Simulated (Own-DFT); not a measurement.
# Computed records: Si$_{7}$Ge (diamond-structure random alloy, atoms displaced)

Computed with Own-DFT development build. A calculation, not a measurement: plane-wave PBE density functional theory by an unreviewed code, no spin, of a simulated periodic cell, stress positive in tension, free energy of the whole cell less one offset for each atom, forces on such cells passed a denser k mesh, this cell's mesh not checked; offsets are fitted by least squares, one for each functional and potential file, so energies compare only between cells with the same atoms and settings and are not formation energies; the far tail of each file's local potential was reset to the Coulomb form; each entry is a single point on an unrelaxed cell, so the pressure reflects the starting lattice, mostly measured values, from which strain is counted, and rises with the displacements; printed positions are rounded, which can move forces by about a meV/angstrom; the program is a retired in-house code; no spin-orbit coupling.

Common to all runs: functional PBE; potential files PseudoDojo norm-conserving, scalar-relativistic, standard set; wave cutoff 42 hartree; occupations Fermi-Dirac; smearing width 0.1 eV; k mesh 3 x 3 x 3 centred on Gamma.

(1) Si$_{7}$Ge (diamond-structure random alloy, atoms displaced)

```
Si7Ge
1.0
     10.9187     0.0000     0.0000
      0.0000    10.9187     0.0000
      0.0000     0.0000    10.9187
Si Ge Si Ge Si Ge Si Ge Si Ge Si Ge Si Ge Si Ge Si
2 1 6 1 8 1 1 1 6 1 13 1 4 1 12 1 4
Direct
  0.99712 0.00038 0.99849
  0.00257 0.25185 0.25223
  0.25120 0.99851 0.25471
  0.25364 0.24974 0.00182
  0.12284 0.11928 0.12351
  0.13030 0.38196 0.37443
  0.37460 0.12828 0.37340
  0.37903 0.37212 0.12596
  0.00087 0.99806 0.49932
  0.99687 0.25009 0.74813
  0.25303 0.00069 0.74568
  0.25056 0.25375 0.49629
  0.12289 0.12954 0.62388
  0.12737 0.37352 0.87704
  0.37553 0.12677 0.87213
  0.38021 0.37674 0.62572
  0.99807 0.50044 0.00152
  0.99637 0.75221 0.25053
  0.25119 0.49863 0.25063
  0.24773 0.75236 0.00170
  0.12366 0.62180 0.12475
  0.13006 0.87119 0.37211
  0.37408 0.62418 0.37352
  0.38082 0.87184 0.12654
  0.99581 0.50038 0.49915
  0.99719 0.74789 0.75319
  0.25048 0.50207 0.74782
  0.24214 0.74893 0.49823
  0.12587 0.62423 0.62651
  0.12604 0.87688 0.87660
  0.37274 0.63298 0.87752
  0.37402 0.87206 0.62270
  0.49793 0.00532 0.99609
  0.50102 0.25150 0.25278
  0.74642 0.00361 0.24484
  0.75202 0.25183 0.00304
  0.62373 0.12351 0.12699
  0.62322 0.37506 0.37727
  0.87346 0.12884 0.37551
  0.87940 0.36945 0.12366
  0.49852 0.99579 0.50164
  0.49902 0.25401 0.74754
  0.74788 0.00195 0.74684
  0.74704 0.24945 0.49844
  0.62568 0.12458 0.61897
  0.62148 0.37665 0.87802
  0.87878 0.11946 0.87896
  0.87277 0.37081 0.62095
  0.49867 0.50414 0.99822
  0.50085 0.75253 0.24939
  0.75194 0.49545 0.25097
  0.74302 0.75174 0.99551
  0.62749 0.62446 0.12404
  0.62392 0.87207 0.37502
  0.87525 0.62508 0.37532
  0.87632 0.87486 0.12480
  0.49798 0.49985 0.50053
  0.49624 0.75248 0.74356
  0.75006 0.50139 0.74958
  0.75191 0.75176 0.50285
  0.62524 0.62725 0.62692
  0.63115 0.87587 0.87797
  0.87459 0.62470 0.87091
  0.87324 0.87211 0.62212
```

The calculation gives: free energy of cell above offsets -5.025 eV; pressure 2.25 GPa; stress xx -2.22 GPa; stress yy -2.26 GPa; stress zz -2.27 GPa; stress yz 0.9 GPa; stress xz -0.64 GPa; stress xy 0.17 GPa.

Force:
| element | x (eV/Å) | y (eV/Å) | z (eV/Å) |
| --- | --- | --- | --- |
| Si | 1.03 | -1.066 | 0.818 |
| Si | 0.388 | -0.288 | -0.014 |
| Ge | 0.326 | 0.07 | -0.964 |
| Si | -0.399 | -0.376 | 0.009 |
| Si | 0.147 | 0.783 | 0.149 |
| Si | -1.213 | -0.864 | 0.593 |
| Si | 0.424 | -0.126 | 0.735 |
| Si | 0.069 | 0.302 | -0.365 |
| Si | 0.032 | 0.097 | -0.237 |
| Ge | 0.518 | 0.321 | 0.385 |
| Si | -0.478 | 0.104 | 0.234 |
| Si | 0.109 | -0.035 | 0.59 |
| Si | 0.641 | -0.682 | -0.525 |
| Si | -0.036 | 0.522 | -0.095 |
| Si | -0.465 | -0.132 | 0.056 |
| Si | -1.327 | 0.375 | -0.586 |
| Si | -0.173 | -0.471 | -0.784 |
| Si | 0.359 | -0.213 | 0.135 |
| Ge | 0.726 | 0.022 | -0.471 |
| Si | 0.3 | 0.271 | 0.135 |
| Ge | -0.301 | 0.795 | -0.013 |
| Si | -1.74 | 0.583 | 0.093 |
| Si | 0.57 | 0.381 | 0.203 |
| Si | -0.523 | 0.661 | -0.696 |
| Si | 0.634 | -0.065 | 0.198 |
| Si | 0.622 | 0.519 | -0.492 |
| Si | 0.314 | -0.215 | 0.617 |
| Ge | 1.093 | -0.432 | 0.285 |
| Si | -1.061 | -0.342 | 0.231 |
| Si | -0.148 | 0.072 | -0.448 |
| Si | 0.046 | -0.519 | -0.631 |
| Si | -0.307 | 0.471 | -0.085 |
| Si | 0.417 | -0.702 | 0.378 |
| Si | 0.192 | -0.292 | -0.24 |
| Si | 0.62 | -0.689 | 0.917 |
| Si | -0.675 | -0.345 | -0.193 |
| Si | -0.315 | 0.758 | -0.611 |
| Si | 0.08 | 0.241 | -0.113 |
| Si | 0.161 | -0.566 | -0.273 |
| Si | -0.218 | 0.647 | 0.426 |
| Si | -0.029 | 0.461 | -0.593 |
| Ge | 0.718 | -0.713 | 0.244 |
| Si | 0.275 | -0.44 | -0.024 |
| Si | 0.159 | 0.044 | -0.13 |
| Si | -0.285 | -0.197 | 0.457 |
| Si | 0.85 | 0.233 | -0.038 |
| Ge | -1.39 | 0.781 | -0.715 |
| Si | -0.447 | 0.802 | 0.102 |
| Si | -0.159 | -0.068 | 0.334 |
| Si | 0.3 | -0.954 | 0.203 |
| Si | 0.063 | 0.215 | -0.281 |
| Si | 1.521 | -0.725 | 0.82 |
| Si | -0.228 | -0.098 | 0.317 |
| Si | 0.142 | 0.809 | -0.275 |
| Si | -0.13 | -0.164 | -0.328 |
| Si | -0.755 | 0.073 | -0.331 |
| Si | 0.477 | 0.513 | -0.075 |
| Si | 0.716 | -0.059 | 1.221 |
| Si | -0.19 | -0.553 | -0.103 |
| Ge | -0.56 | -0.626 | -0.702 |
| Si | -0.415 | -0.528 | -0.099 |
| Si | -1.593 | 0.732 | -1.248 |
| Si | -0.336 | -0.094 | 0.845 |
| Si | 0.858 | 0.981 | 1.046 |

(2) Si$_{7}$Ge (diamond-structure random alloy, atoms displaced)

```
Si7Ge
1.0
     10.9187     0.0000     0.0000
      0.0000    10.9187     0.0000
      0.0000     0.0000    10.9187
Si Ge Si Ge Si Ge Si Ge Si Ge Si Ge Si
22 1 21 1 1 3 4 1 2 1 5 1 1
Direct
  0.99972 0.00045 0.99893
  0.00050 0.24473 0.24932
  0.25132 0.99976 0.25227
  0.25004 0.25213 0.99938
  0.12341 0.12641 0.12485
  0.12625 0.37737 0.37504
  0.38201 0.12330 0.37111
  0.37352 0.36892 0.12340
  0.00052 0.00095 0.50057
  0.99648 0.25356 0.75089
  0.25118 0.00451 0.75082
  0.25140 0.24607 0.50294
  0.12615 0.12732 0.62065
  0.12705 0.37396 0.87622
  0.37528 0.12621 0.87965
  0.37556 0.37531 0.62572
  0.99647 0.50036 0.99823
  0.00161 0.75543 0.24673
  0.25115 0.49103 0.24869
  0.25240 0.75371 0.99596
  0.12366 0.62537 0.12413
  0.12352 0.87387 0.38006
  0.37268 0.62043 0.37270
  0.38135 0.87913 0.12312
  0.99668 0.50163 0.50403
  0.99574 0.75497 0.75089
  0.25344 0.49415 0.74582
  0.25188 0.75550 0.50231
  0.12424 0.62463 0.63142
  0.12981 0.87219 0.87315
  0.38024 0.62247 0.87282
  0.37768 0.87287 0.62492
  0.50378 0.99854 0.99471
  0.50528 0.24826 0.24995
  0.74980 0.00121 0.24910
  0.74859 0.25010 0.00006
  0.62809 0.12032 0.12647
  0.62327 0.37375 0.37982
  0.87549 0.12247 0.37572
  0.87760 0.37297 0.11942
  0.49887 0.00279 0.50018
  0.50207 0.24766 0.75141
  0.74877 0.99609 0.74908
  0.75466 0.25161 0.49806
  0.62583 0.12265 0.62351
  0.62989 0.37381 0.87409
  0.86992 0.11941 0.87593
  0.87084 0.37880 0.62647
  0.49999 0.50359 0.99629
  0.50333 0.75143 0.24871
  0.76010 0.50044 0.25679
  0.74640 0.75248 0.99752
  0.62304 0.62334 0.12316
  0.62459 0.87227 0.37722
  0.87510 0.62371 0.37680
  0.87715 0.87740 0.12229
  0.50128 0.50325 0.49639
  0.49844 0.74988 0.74800
  0.75210 0.49680 0.75387
  0.75222 0.74635 0.50094
  0.63096 0.62393 0.62572
  0.62633 0.87405 0.87271
  0.87703 0.62472 0.86911
  0.87455 0.87925 0.62320
```

It finds free energy of cell above offsets -5.059 eV; pressure 2.24 GPa; stress xx -2.23 GPa; stress yy -2.23 GPa; stress zz -2.27 GPa; stress yz 0.1 GPa; stress xz -0.5 GPa; stress xy 0.06 GPa.

Force:
| element | x (eV/Å) | y (eV/Å) | z (eV/Å) |
| --- | --- | --- | --- |
| Si | 0.832 | -0.434 | 0.07 |
| Si | -0.064 | 0.83 | 0.202 |
| Si | -0.142 | -0.055 | -0.327 |
| Si | -0.312 | -0.606 | 0.185 |
| Si | 0.523 | -0.445 | -0.103 |
| Si | -0.525 | -0.762 | 0.508 |
| Si | -0.828 | 0.353 | 0.379 |
| Si | 0.645 | 0.292 | 0.235 |
| Si | 0.046 | 0.076 | -0.011 |
| Si | 0.697 | -0.651 | -0.014 |
| Si | 0.034 | -0.397 | -0.292 |
| Si | 0.501 | 0.623 | -0.975 |
| Si | -0.522 | -0.143 | 0.984 |
| Si | -0.337 | 0.349 | -0.301 |
| Si | 0.131 | 0.032 | -0.433 |
| Si | 0.434 | -0.748 | -0.274 |
| Si | 0.956 | -0.077 | 0.157 |
| Si | -0.192 | -0.676 | 0.526 |
| Si | -0.496 | 0.664 | -0.566 |
| Si | 0.442 | -0.779 | 0.616 |
| Si | 0.46 | -0.107 | -0.101 |
| Si | 0.267 | 0.293 | -0.58 |
| Ge | -0.398 | 1.227 | -0.546 |
| Si | -0.558 | -0.367 | 0.134 |
| Si | 0.97 | 0.273 | -0.505 |
| Si | 0.933 | 0.125 | -0.576 |
| Si | -0.409 | 0.706 | 0.855 |
| Si | -0.539 | -1.023 | 0.157 |
| Si | 0.103 | 0.402 | -0.518 |
| Si | -0.683 | 0.793 | -0.07 |
| Si | -1.34 | 0.691 | -0.652 |
| Si | -0.231 | 0.943 | 0.152 |
| Si | 0.002 | 0.353 | 0.468 |
| Si | -0.131 | 0.147 | -0.289 |
| Si | 0.551 | -0.486 | 0.213 |
| Si | -0.135 | -0.121 | 0.415 |
| Si | -0.366 | 0.553 | -0.541 |
| Si | 0.968 | -0.108 | -0.956 |
| Si | -0.021 | 0.201 | -0.24 |
| Si | -0.174 | -0.067 | 0.893 |
| Si | -0.225 | -0.705 | -0.056 |
| Si | -0.342 | 0.513 | 0.149 |
| Si | -0.119 | -0.191 | -0.172 |
| Si | -0.536 | -0.391 | -0.137 |
| Ge | 0.302 | 0.421 | 0.032 |
| Si | -0.579 | -0.261 | 0.036 |
| Ge | 0.423 | 0.669 | -0.285 |
| Ge | 0.48 | -0.501 | -0.186 |
| Ge | 0.231 | -1.203 | 0.545 |
| Si | -0.558 | -0.484 | -0.488 |
| Si | -1.394 | -0.708 | -1.167 |
| Si | 0.397 | -0.405 | 0.509 |
| Si | 1.095 | 0.349 | 0.849 |
| Ge | 0.249 | 0.377 | 0.052 |
| Si | 0.909 | 0.878 | -0.041 |
| Si | -0.514 | -0.09 | 0.058 |
| Ge | 0.235 | -0.47 | 1.169 |
| Si | 0.716 | -0.3 | 0.034 |
| Si | -0.919 | 0.547 | -0.355 |
| Si | 0.277 | 0.272 | 0.192 |
| Si | -0.352 | 0.101 | 0.496 |
| Si | -0.365 | -0.166 | -0.303 |
| Ge | -0.495 | 0.381 | 0.832 |
| Si | -0.006 | -0.507 | -0.043 |

(3) Si$_{7}$Ge (diamond-structure random alloy, atoms displaced)

```
Si7Ge
1.0
     10.9187     0.0000     0.0000
      0.0000    10.9187     0.0000
      0.0000     0.0000    10.9187
Si Ge Si Ge Si Ge Si Ge Si Ge Si Ge Si Ge Si Ge Si
7 1 1 1 9 1 2 1 10 1 6 1 15 1 3 1 3
Direct
  0.99898 0.99671 0.99576
  0.99845 0.25229 0.24742
  0.25120 0.00151 0.24826
  0.24900 0.25383 0.99837
  0.13336 0.12286 0.12610
  0.13078 0.37086 0.37873
  0.37039 0.12767 0.37712
  0.37432 0.37387 0.12580
  0.99992 0.99921 0.50121
  0.99946 0.24804 0.74764
  0.24654 0.99936 0.75402
  0.24937 0.25226 0.50497
  0.12154 0.12483 0.62328
  0.12154 0.37736 0.87237
  0.37193 0.12549 0.87339
  0.37449 0.37227 0.62496
  0.00230 0.50169 0.99747
  0.00344 0.75024 0.24685
  0.24881 0.50112 0.25231
  0.24865 0.74809 0.99582
  0.12447 0.62249 0.12648
  0.12447 0.87953 0.37920
  0.37116 0.62911 0.37184
  0.37417 0.87135 0.12883
  0.99804 0.49391 0.49867
  0.99858 0.75210 0.75234
  0.24996 0.50293 0.75439
  0.24644 0.74857 0.50002
  0.12443 0.62642 0.62743
  0.12425 0.88007 0.87252
  0.37983 0.62050 0.87568
  0.37282 0.87637 0.62624
  0.50173 0.00094 0.99704
  0.50534 0.24662 0.25042
  0.75100 0.99383 0.25273
  0.73864 0.25069 0.99969
  0.62614 0.12727 0.12408
  0.62316 0.38063 0.37068
  0.87664 0.12333 0.37312
  0.87362 0.37735 0.12425
  0.50507 0.99939 0.49606
  0.50400 0.24978 0.75102
  0.75129 0.00057 0.74874
  0.75169 0.24764 0.49923
  0.62169 0.12019 0.62223
  0.62419 0.37685 0.87246
  0.87485 0.12706 0.87485
  0.87825 0.37614 0.62249
  0.49822 0.49845 0.00448
  0.50230 0.74659 0.25184
  0.74983 0.49961 0.25200
  0.74858 0.74830 0.00084
  0.62309 0.62256 0.12880
  0.62311 0.87519 0.36967
  0.87444 0.62331 0.37543
  0.87085 0.87655 0.12988
  0.50338 0.50379 0.49642
  0.50192 0.75080 0.74720
  0.75147 0.49658 0.75590
  0.74896 0.75138 0.49938
  0.62188 0.61947 0.62681
  0.62890 0.87221 0.87311
  0.87349 0.62342 0.87259
  0.87368 0.87592 0.62482
```

It finds free energy of cell above offsets -5.069 eV; pressure 2.24 GPa; stress xx -2.21 GPa; stress yy -2.24 GPa; stress zz -2.27 GPa; stress yz -0.34 GPa; stress xz 0.18 GPa; stress xy -0.12 GPa.

Force:
| element | x (eV/Å) | y (eV/Å) | z (eV/Å) |
| --- | --- | --- | --- |
| Si | -0.099 | 0.677 | 0.994 |
| Si | 0.625 | -0.431 | 0.096 |
| Si | 0.242 | -0.475 | 0.767 |
| Si | -0.294 | -0.462 | -0.341 |
| Si | -1.359 | 0.467 | -0.725 |
| Si | -0.871 | 0.402 | -0.568 |
| Si | 0.175 | -0.164 | -0.087 |
| Ge | -0.254 | 0.078 | 0.152 |
| Si | -0.373 | 0.206 | -0.064 |
| Ge | -0.095 | 0.382 | 0.173 |
| Si | 0.387 | 0.57 | -1.01 |
| Si | 0.105 | -0.684 | -0.069 |
| Si | 0.769 | -0.49 | 0.04 |
| Si | 0.534 | -0.12 | 0.33 |
| Si | 0.408 | 0.23 | 0.265 |
| Si | 0.285 | 0.601 | 0.543 |
| Si | -0.567 | -0.115 | 0.302 |
| Si | -0.44 | 0.136 | 0.704 |
| Si | -0.396 | -0.441 | -0.233 |
| Ge | 0.15 | 0.059 | 0.313 |
| Si | -0.023 | 0.01 | -0.198 |
| Si | 0.173 | -0.476 | -0.721 |
| Ge | 0.046 | -0.048 | 0.336 |
| Si | 0.603 | 0.432 | -0.471 |
| Si | 0.753 | 0.902 | -0.061 |
| Si | 0.011 | -0.035 | -0.388 |
| Si | 0.162 | -0.415 | -0.638 |
| Si | -0.028 | 0.716 | 0.485 |
| Si | -0.384 | -0.384 | -0.171 |
| Si | -0.441 | -0.835 | 0.208 |
| Si | 0.147 | 0.534 | -0.261 |
| Si | -0.063 | -0.327 | -0.082 |
| Si | -0.325 | -0.345 | 0.34 |
| Ge | -0.686 | 0.145 | 0.475 |
| Si | -0.295 | 1.313 | -0.292 |
| Si | 1.561 | 0.274 | -0.178 |
| Si | 0.197 | -1.454 | 0.021 |
| Si | 0.956 | -0.977 | 0.584 |
| Si | -0.041 | 0.074 | 0.083 |
| Si | -0.183 | -0.149 | -0.462 |
| Ge | -1.366 | -0.157 | 0.023 |
| Si | -0.646 | -0.312 | -0.457 |
| Si | -0.109 | 0.075 | 0.097 |
| Si | -0.439 | 0.373 | -0.12 |
| Si | 1.039 | 0.965 | 0.68 |
| Si | -0.422 | -0.033 | 0.645 |
| Si | -0.675 | -0.25 | 0.493 |
| Si | -1.038 | -0.294 | 0.28 |
| Si | 0.59 | 0.229 | -0.562 |
| Si | -0.205 | 0.629 | -0.616 |
| Si | 0.281 | 0.235 | -0.35 |
| Si | 0.128 | -0.11 | 0.263 |
| Si | 0.378 | 0.033 | -0.465 |
| Si | 0.521 | -0.801 | 0.375 |
| Si | 0.302 | 0.396 | -0.067 |
| Si | 0.775 | -0.679 | -1.019 |
| Ge | -1.31 | -1.085 | -0.047 |
| Si | -0.616 | 0.095 | 0.586 |
| Si | 0.311 | -0.067 | -0.934 |
| Si | 0.066 | -0.116 | -0.126 |
| Ge | 1.291 | 0.929 | 0.462 |
| Si | -0.293 | 0.318 | 0.064 |
| Si | 0.269 | 0.427 | 0.629 |
| Si | 0.103 | -0.18 | -0.021 |

(4) Si$_{7}$Ge (diamond-structure random alloy, atoms displaced)

```
Si7Ge
1.0
     10.9187     0.0000     0.0000
      0.0000    10.9187     0.0000
      0.0000     0.0000    10.9187
Ge Si Ge Si Ge Si Ge Si Ge Si Ge Si Ge Si Ge Si
1 8 1 2 1 6 1 7 1 1 1 15 1 5 1 12
Direct
  0.00267 0.00028 0.00027
  0.99962 0.24589 0.24835
  0.24698 0.99927 0.24919
  0.24843 0.25049 0.99927
  0.12746 0.12713 0.12403
  0.12949 0.37523 0.37848
  0.37102 0.12600 0.37295
  0.37611 0.37463 0.12641
  0.00064 0.99754 0.49868
  0.00103 0.24653 0.75220
  0.24710 0.99980 0.74840
  0.24867 0.24773 0.50166
  0.12739 0.13046 0.62412
  0.12399 0.36885 0.87847
  0.37126 0.11907 0.87631
  0.37386 0.37866 0.62659
  0.00798 0.50424 0.99766
  0.99845 0.75436 0.24609
  0.25508 0.49641 0.25016
  0.24896 0.75096 0.99906
  0.12599 0.62439 0.12403
  0.12234 0.87398 0.37613
  0.37689 0.62596 0.37226
  0.37819 0.87304 0.12798
  0.00124 0.50027 0.49282
  0.99913 0.74774 0.74746
  0.25145 0.50105 0.74549
  0.25040 0.75280 0.49846
  0.12699 0.62698 0.62441
  0.12266 0.86977 0.87383
  0.36544 0.62375 0.87267
  0.37501 0.87361 0.62410
  0.50004 0.99992 0.00116
  0.50007 0.24953 0.24902
  0.74608 0.00064 0.25002
  0.74844 0.25035 0.99545
  0.62775 0.12170 0.12145
  0.62642 0.37498 0.37635
  0.87264 0.12271 0.36726
  0.87306 0.37511 0.12518
  0.49850 0.00039 0.50198
  0.50300 0.24951 0.75109
  0.75126 0.00079 0.75030
  0.75280 0.24463 0.50221
  0.63084 0.12036 0.62678
  0.62613 0.37677 0.86958
  0.87722 0.12711 0.87953
  0.87221 0.37002 0.62849
  0.49826 0.50059 0.00155
  0.49939 0.74815 0.25302
  0.75264 0.50288 0.25043
  0.74883 0.74665 0.99985
  0.62676 0.63014 0.12833
  0.62462 0.87963 0.37652
  0.87552 0.62167 0.37247
  0.87313 0.87966 0.12766
  0.50270 0.50592 0.50185
  0.50078 0.75198 0.74788
  0.74927 0.50337 0.74883
  0.75764 0.75041 0.49707
  0.62511 0.62710 0.62751
  0.63221 0.86914 0.87375
  0.87716 0.62624 0.87096
  0.87123 0.87248 0.62419
```

Q: What stress xx does the calculation give for Si$_{7}$Ge (diamond-structure random alloy, atoms displaced) (entry 4)?
A: -2.26 GPa

Further results for Si$_{7}$Ge (diamond-structure random alloy, atoms displaced) (entry 4):

- free energy of cell above offsets: -4.977 eV
- pressure: 2.28 GPa
- stress yy: -2.26 GPa
- stress zz: -2.33 GPa
- stress yz: -0.06 GPa
- stress xz: -0.16 GPa
- stress xy: 0.21 GPa

Force:
| element | x (eV/Å) | y (eV/Å) | z (eV/Å) |
| --- | --- | --- | --- |
| Ge | -0.395 | 0.179 | 0.413 |
| Si | 0.231 | 0.803 | 0.128 |
| Si | 0.214 | -0.168 | 0.071 |
| Si | 0.712 | -0.206 | 0.287 |
| Si | 0.044 | -0.055 | 0.26 |
| Si | -0.409 | -0.418 | -0.721 |
| Si | 0.421 | -0.224 | 0.191 |
| Si | 0.087 | -0.271 | -0.461 |
| Si | -0.636 | 0.288 | 0.004 |
| Ge | -0.562 | 0.644 | 0.249 |
| Si | 0.539 | -0.388 | 0.002 |
| Si | 1.035 | 1.059 | -0.478 |
| Ge | -0.366 | -1.376 | -0.231 |
| Si | 0.543 | 1.24 | -0.543 |
| Si | 0.424 | 0.639 | -0.173 |
| Si | 0.676 | -0.62 | -0.527 |
| Si | -1.123 | -0.682 | 0.07 |
| Si | 0.082 | -0.679 | 0.347 |
| Si | -0.559 | 0.45 | 0.052 |
| Ge | 0.555 | -0.267 | 0.737 |
| Si | 0.088 | 0.032 | 0.805 |
| Si | -0.068 | 0.352 | -0.632 |
| Si | -0.067 | -0.504 | 0.353 |
| Si | -0.121 | 0.421 | -0.027 |
| Si | -0.127 | -0.254 | 1.244 |
| Si | -0.292 | 0.04 | -0.48 |
| Si | -0.958 | -0.54 | 0.627 |
| Ge | 0.101 | -0.409 | -0.149 |
| Si | -0.598 | -0.592 | -0.239 |
| Ge | -0.066 | 0.615 | -0.74 |
| Si | 1.608 | 0.009 | -0.062 |
| Si | 0.232 | 0.661 | 0.405 |
| Si | 0.261 | -0.671 | -0.359 |
| Si | 0.314 | -0.15 | 0.073 |
| Si | 0.06 | -0.149 | -0.188 |
| Si | 0.315 | 0.055 | 0.718 |
| Si | -0.433 | 0.653 | 0.131 |
| Si | 0.001 | 0.019 | 0.135 |
| Si | 0.418 | -0.032 | 0.967 |
| Si | 0.529 | 0.161 | -0.437 |
| Si | -0.023 | 0.314 | -0.119 |
| Si | -0.841 | -0.648 | -0.555 |
| Si | 0.478 | -0.349 | 0.539 |
| Si | -0.162 | 0.265 | -0.519 |
| Si | -0.933 | 0.448 | -0.212 |
| Ge | -0.291 | 0.24 | 0.736 |
| Si | -0.669 | -0.54 | -0.431 |
| Si | 0.329 | 0.942 | -0.706 |
| Si | -0.03 | 0.508 | -0.059 |
| Si | 0.489 | 0.634 | -0.078 |
| Si | -0.588 | -0.568 | -0.174 |
| Ge | 0.968 | 0.264 | 0.244 |
| Si | -0.708 | -1.075 | 0.077 |
| Si | -0.069 | -0.705 | 0.131 |
| Si | 0.472 | 0.748 | -0.153 |
| Si | -0.124 | -0.29 | -0.162 |
| Si | -0.24 | -0.634 | -0.231 |
| Si | -0.351 | -0.349 | 0.587 |
| Si | 0.579 | -0.041 | -0.338 |
| Si | -1.147 | -0.295 | -0.038 |
| Si | 0.39 | 0.403 | -0.577 |
| Si | -1.266 | 1.135 | -0.267 |
| Si | 0.212 | -0.611 | 0.301 |
| Si | 0.819 | 0.539 | 0.184 |
